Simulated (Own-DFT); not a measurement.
# Biaxial strain at fixed height in wurtzite AlGaN with randomly placed atoms, 96 atoms (Al12Ga36N48)

Everything here is calculated. The program is Own-DFT (plane waves, in-house, since retired, never reviewed by a person); positions were held fixed, and spin and spin-orbit coupling were off.

Common settings: PBE; PseudoDojo norm-conserving scalar-relativistic files (stringent for Ga); cutoff 96 hartree; 3 x 4 x 3 k mesh centred on Gamma; Gaussian smearing of 0.01 eV.

Limits: k mesh not checked against a denser one; stress not checked against mesh or cutoff.

Unstrained cell vectors in Å: (12.679, 0.000, 0.000); (-4.755, 8.235, 0.000); (0.000, 0.000, 10.268). The unstrained cell has measured lattice constants (interpolated for alloys), not those of this functional. That, the random moves and any unrelaxed bonds set the pressure at no strain. Each run strains x and y alike by e, as a substrate would, and holds the height along z. Each coordinate of each atom was shifted by a normal deviate of width 0.05 Å. The random placing of the alloy's atoms differs from row to row. Stress is positive in tension.

| e (%) | u (Å) | (s_xx + s_yy)/2 (GPa) | s_zz (GPa) |
|---|---|---|---|
| -3.00 | 0.049 | -27.29 | -10.78 |
| -1.75 | 0.049 | -17.15 | -9.88 |
| -1.50 | 0.049 | -15.92 | -9.27 |
| 0.25 | 0.049 | -4.60 | -9.34 |
| 0.50 | 0.054 | -5.54 | -5.32 |
| 0.75 | 0.053 | ? | ? |
| 1.00 | 0.051 | -1.89 | -6.50 |
| 1.25 | 0.046 | -0.96 | -3.85 |
| 2.00 | 0.048 | 3.41 | -5.00 |
| 3.00 | 0.051 | 6.94 | -3.62 |

## Working it out

With e as a fraction, the in-plane stress is -7.0 + 561 e - 3371 e² GPa (errors 15 and 829, scatter 0.80), and s_zz is -7.3 + 130 e GPa (slope ± 23, scatter 1.27). At e = 0 the first slope is C11 + C12 and the second 2 C13, both with the ions held to the strained lattice and at the cell's own pressure. The term in e² is negative: the layer stiffens under compression and softens under tension. A free layer would change its height as e changes, and the in-plane slope would drop by 2 C13²/C33 to the biaxial modulus. At fixed height, a misfit of 1 % moves the in-plane stress by about 5.6 GPa and s_zz by 1.3 GPa.

## Test on the hidden row

Asked: what are the two stresses at e = 0.75 %?

The fitted form gives -2.9 and -6.3 GPa. The hidden result is -2.73 and -6.69 GPa.
